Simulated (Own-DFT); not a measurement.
# Which defects push the lattice out? C40 NbSi2

Calculated, not measured: single-point runs of Own-DFT, a retired in-house plane-wave DFT program that no person has reviewed, on unrelaxed cells, without spin or spin-orbit coupling.

Settings: PBE; PseudoDojo norm-conserving scalar-relativistic files; cutoff 42 hartree; 4 x 4 x 5 k mesh centred on Gamma; cold (Marzari-Vanderbilt) smearing of 0.2 eV.

Limits: forces on such cells failed a check on a denser k mesh; stress not checked against mesh or cutoff.

All runs share one cell, with vectors in Å (0.000, 8.324, 0.000); (-9.613, 0.000, 0.000); (0.000, 0.000, 6.586) and a volume of 527.0 Å³. Atoms were moved at random from their sites; u is the rms move along one axis. The defect's site can differ from row to row.

| cell | formula | u (Å) | P (GPa) |
|---|---|---|---|
| no defect | Nb12Si24 | 0.0235 | 1.61 |
| no defect | Nb12Si24 | 0.0469 | 2.50 |
| no defect | Nb12Si24 | 0.0595 | 3.21 |
| one Si vacancy | Nb12Si23 | 0.0285 | 0.94 |
| one Si vacancy | Nb12Si23 | 0.0330 | ? |
| one Si vacancy | Nb12Si23 | 0.0454 | 1.46 |
| one Si vacancy | Nb12Si23 | 0.0514 | 2.01 |
| two Si on a Nb site each | Nb10Si26 | 0.0317 | 1.66 |
| two Si on a Nb site each | Nb10Si26 | 0.0328 | 1.61 |
| two Si on a Nb site each | Nb10Si26 | 0.0498 | 2.64 |
| two Nb on a Si site each | Nb14Si22 | 0.0301 | 7.61 |
| two Nb on a Si site each | Nb14Si22 | 0.0444 | 8.36 |
| two Nb on a Si site each | Nb14Si22 | 0.0444 | 8.06 |

## Analysis

P = P0 + c u² + a shift for each defect gives P0 = 1.25 GPa, c = 569 ± 42 GPa/Å² and a scatter of 0.12 GPa. The shifts, and each times the cell's volume:

- two Nb on a Si site each: 5.84 ± 0.10 GPa, 19.2 eV (9.6 eV for each of its 2 sites)
- two Si on a Nb site each: -0.14 ± 0.10 GPa, -0.5 eV (-0.2 eV for each of its 2 sites) (not resolved)
- one Si vacancy: -0.83 ± 0.10 GPa, -2.7 eV

Against the defect-free cell, a freed cell would be larger where the shift is positive and smaller where it is negative (160.2 GPa Å³ is 1 eV). The atoms around the defects weren't relaxed, which would change these numbers.

## Withheld run

Asked: what pressure belongs in the blank (one Si vacancy, u = 0.0330 Å)?

The fitted form gives 1.04 ± 0.14 GPa. The hidden result is 1.21 GPa.
